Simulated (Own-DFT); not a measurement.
# Shaking the atoms of monoclinic HfO2, 96 atoms (Hf32O64)

These are calculations, not measurements. They come from Own-DFT, an in-house plane-wave density functional program, since retired, whose code no person has reviewed. Each row is one single-point run on a periodic cell that was not relaxed, without spin or spin-orbit coupling.

Settings of every run: PBE; PseudoDojo norm-conserving scalar-relativistic files; cutoff 72 hartree; 2 x 2 x 2 k mesh centred on Gamma; Fermi-Dirac smearing of 0.1 eV.

Known limits, some of them of some rows only: some atoms lie very close together; hafnium file: forces about 75 meV/angstrom off all-electron values; oxygen file: force components 24 meV/angstrom off all-electron in a glass; forces on such cells passed a denser k mesh, each cell not checked; stress not checked against mesh or cutoff.

Cell vectors in Å: (10.234, 0.000, 0.000); (0.000, 10.350, 0.000); (-1.696, 0.000, 10.445). In each run every atom was moved at random and independently from its ideal site; u is the rms move along one axis. E is the free energy for each atom above the fitted value at u = 0, and F the rms of the force components.

| run | u (Å) | E (meV/atom) | F (eV/Å) | largest force (eV/Å) | P (GPa) |
|---|---|---|---|---|---|
| 1 | 0.0201 | 10.3 | 0.445 | 1.89 | 3.96 |
| 2 | 0.0208 | 11.4 | 0.467 | 2.03 | 4.01 |
| 3 | 0.0486 | 58.8 | 1.097 | 3.97 | 5.97 |
| 4 | 0.0498 | 62.3 | 1.103 | 4.13 | 5.34 |
| 5 | 0.0753 | ? | ? | ? | ? |
| 6 | 0.0822 | 185.4 | 2.065 | 10.14 | 9.81 |
| 7 | 0.0839 | 173.0 | 1.824 | 7.23 | 8.77 |
| 8 | 0.1165 | 390.8 | 3.374 | 16.98 | 17.51 |
| 9 | 0.1409 | 564.3 | 4.214 | 22.69 | 22.54 |

## Worked fit

For small independent moves the energy grows as E = (3/2) K u², with K the mean stiffness felt by one atom. The runs with u up to 0.11 Å give K = 17.1 ± 0.5 eV/Å², with residuals divided by u² + 0.0006 Å², since the noise grows with the moves. The scatter is 3.3 meV/atom at u = 0.05 Å. The forces follow F = G u with G = 22.7 eV/Å²; no force at u = 0 is resolved. G exceeds K because the moves of its neighbours add to the force on an atom, and stiffness differs between atoms. At u = 0.141 Å the parabola gives 508 meV/atom and the run 564. The pressure follows P = 3.67 + 813 u² GPa: at fixed volume, shortened bonds push harder than stretched ones pull.

## Withheld run

Question: what energy and rms force should run 5 give?

The fit gives 145 ± 8 meV/atom and about 1.71 eV/Å. The calculation gave 163.7 meV/atom and 1.879 eV/Å.
